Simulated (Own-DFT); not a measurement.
# Energy and forces against displacement in rutile TiO2, 72 atoms (O48Ti24)

Calculated results; nothing here was measured. The program, named Own-DFT, is a retired in-house plane-wave density functional code that no person has reviewed. Each row is one single-point run on a periodic cell that was not relaxed, without spin or spin-orbit coupling.

Settings of every run: PBE; PseudoDojo norm-conserving scalar-relativistic files; cutoff 72 hartree; 3 x 3 x 3 k mesh centred on Gamma; Fermi-Dirac smearing of 0.1 eV.

Known limits, some of them of some rows only: some atoms lie very close together; oxygen file: force components 24 meV/angstrom off all-electron in a glass; forces on such cells passed a denser k mesh, each cell not checked; stress not checked against mesh or cutoff.

Cell vectors in Å: (9.187, 0.000, 0.000); (0.000, 9.187, 0.000); (0.000, 0.000, 8.876). In each run every atom was moved at random and independently from its ideal site; u is the rms move along one axis. E is the free energy for each atom above the fitted value at u = 0, and F the rms of the force components.

```
run   u (Å)  E (meV/atom)  F (eV/Å)  largest force (eV/Å)  P (GPa)
  1  0.0188           7.3     0.351                  1.42     4.79
  2  0.0201             ?         ?                     ?        ?
  3  0.0213          12.0     0.505                  1.89     5.14
  4  0.0500          53.6     0.999                  4.60     6.45
  5  0.0501          51.0     0.998                  3.64     7.22
  6  0.0768         143.1     1.816                  8.99     9.82
  7  0.0783         148.9     1.826                  8.26    11.94
  8  0.0800         145.0     1.875                  7.51    11.49
  9  0.1129         325.3     3.301                 24.20    16.43
 10  0.1476         384.0     3.091                 14.06    21.46
```

## Worked fit

For small independent moves the energy grows as E = (3/2) K u², with K the mean stiffness felt by one atom. The runs with u up to 0.11 Å give K = 15.2 ± 0.6 eV/Å², with residuals divided by u² + 0.0006 Å², since the noise grows with the moves. The scatter is 4.8 meV/atom at u = 0.05 Å. The forces follow F = G u with G = 21.9 eV/Å²; no force at u = 0 is resolved. G exceeds K because the moves of its neighbours add to the force on an atom, and stiffness differs between atoms. At u = 0.148 Å the parabola gives 498 meV/atom and the run 384. The pressure follows P = 4.35 + 1090 u² GPa: at fixed volume, shortened bonds push harder than stretched ones pull.

## Withheld run

Question: what energy and rms force should run 2 give?

The fit gives 9 ± 2 meV/atom and about 0.44 eV/Å. The calculation gave 9.3 meV/atom and 0.420 eV/Å.
